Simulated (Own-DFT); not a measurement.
# Hybrid less PBE against volume: monoclinic HfO2, 94 atoms (Hf32O62), with two O vacancies

These are calculations. Each geometry was run twice at fixed positions with Own-DFT, a retired in-house plane-wave program that no person has reviewed: with PBE, and with HSE06 (exact exchange share 0.25 at short range, screening 0.11 per bohr, Gygi-Baldereschi treatment of its divergence). Both used PseudoDojo norm-conserving files made for PBE, a cutoff of 48 hartree, the Gamma point alone, fixed occupations, a neutral cell and no spin. With Gamma alone and a thickness of 10.1 Å, finite-size errors remain in every number. The hafnium file keeps the 4f electrons in the core, and its forces lie about 75 meV/Å off all-electron values. The oxygen file's force components were 24 meV/Å off all-electron values in a glass.

Unstrained cell vectors in Å: (10.234, 0.000, 0.000); (0.000, 10.350, 0.000); (-1.696, 0.000, 10.445), volume V0 = 1106.4 Å³, from measured lattice constants. Each geometry has its own random strain of a few per cent, its own defect sites and random moves of rms u per axis. HSE06 gave the energy alone. D is its energy less that of PBE, over the lowest D shown. The PBE stress wasn't checked against mesh or cutoff.

| run | V - V0 (Å³) | u (Å) | P with PBE (GPa) | D (eV) |
|---|---|---|---|---|
| 1 | -18.4 | 0.0517 | 9.40 | 0.971 |
| 2 | 24.1 | 0.0507 | -0.13 | 1.829 |
| 3 | 15.4 | 0.0337 | 0.75 | 1.578 |
| 4 | -13.9 | 0.0289 | 6.50 | 0.803 |
| 5 | -36.5 | 0.0470 | 13.68 | 0.478 |
| 6 | 10.0 | 0.0307 | 2.15 | 1.313 |
| 7 | 26.0 | 0.0297 | -1.41 | 1.709 |
| 8 | -47.4 | 0.0289 | 15.69 | 0.000 |
| 9 | -43.1 | 0.0522 | 15.66 | 0.366 |
| 10 | 0.4 | 0.0316 | 3.30 | 1.160 |
| 11 | -29.2 | 0.0507 | 12.08 | 0.572 |
| 12 | -34.5 | 0.0315 | 12.55 | 0.325 |
| 13 | -31.1 | 0.0509 | 13.23 | ? |

## Working it out

D = 1.01 + 0.0230 (V - V0) + 119 u² eV, with an error of 0.0006 on the volume slope, 18 on the last term and a scatter of 0.05 eV. Pressure is -dE/dV, and 1 eV/Å³ is 160.2 GPa, so HSE06 changes the pressure by -3.7 ± 0.1 GPa. With the ions held to the strained lattice, the PBE pressure falls by 259 ± 7 GPa per unit of volume strain; the shape of the strain isn't fitted, so the true error is larger, and a relaxed crystal would be softer. On that slope HSE06's volume at a given pressure is about 1.4 % smaller, or 0.5 % in lengths. At u = 0 and V0 the PBE pressure is 3.5 GPa, which puts the zero-pressure volume, against the measured cell and with the defects in, at +1.4 % for PBE and -0.1 % for HSE06, each good to a few tenths of a per cent.

## Prediction

Q: what D should run 13 give?

The fitted form gives 0.61 eV, with rows scattering by 0.05. The calculation gave 0.634 eV.
